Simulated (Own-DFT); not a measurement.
# Stretching a layer in its plane: wurtzite AlGaN with randomly placed atoms, 72 atoms (Al27Ga9N36)

Everything here is calculated. The program is Own-DFT (plane waves, in-house, since retired, never reviewed by a person); positions were held fixed, and spin and spin-orbit coupling were off.

All runs used: PBEsol; PseudoDojo norm-conserving scalar-relativistic files, made for PBE; cutoff 42 hartree; 4 x 4 x 3 k mesh centred on Gamma; Fermi-Dirac smearing of 0.1 eV.

Known weak points: forces on such cells passed a denser k mesh, each cell not checked; stress not checked against mesh or cutoff.

Unstrained cell vectors in Å: (9.394, 0.000, 0.000); (-4.697, 8.135, 0.000); (0.000, 0.000, 10.066). The unstrained cell has measured lattice constants (interpolated for alloys), not those of this functional. That, the random moves and any unrelaxed bonds set the pressure at no strain. Each run strains x and y alike by e, as a substrate would, and holds the height along z. Each atom got a random Gaussian move of width 0.05 Å along each axis. The random placing of the alloy's atoms differs from row to row. Stress is positive in tension.

```
e (%),u (Å),(s_xx + s_yy)/2 (GPa),s_zz (GPa)
-3.00,0.050,-25.12,-6.03
-2.75,0.051,-21.54,-8.22
-0.50,0.050,-7.38,-1.43
0.50,0.049,-0.40,-2.96
1.00,0.047,2.15,-2.77
1.75,0.049,5.62,-2.03
2.25,0.048,8.26,-0.07
2.50,0.047,?,?
2.75,0.049,9.66,-0.47
3.00,0.051,11.39,-0.76
```

## Working it out

With e as a fraction, the in-plane stress is -3.7 + 593 e - 3303 e² GPa (errors 10 and 599, scatter 0.62), and s_zz is -3.4 + 109 e GPa (slope ± 20, scatter 1.30). At e = 0 the first slope is C11 + C12 and the second 2 C13, both with the ions held to the strained lattice and at the cell's own pressure. The term in e² is negative: the layer stiffens under compression and softens under tension. A free layer would change its height as e changes, and the in-plane slope would drop by 2 C13²/C33 to the biaxial modulus. At fixed height, a misfit of 1 % moves the in-plane stress by about 5.9 GPa and s_zz by 1.1 GPa.

## Check

Q: what are the two stresses at e = 2.50 %?

The fit gives 9.1 and -0.6 GPa. DFT gave 8.56 and 1.15 GPa.
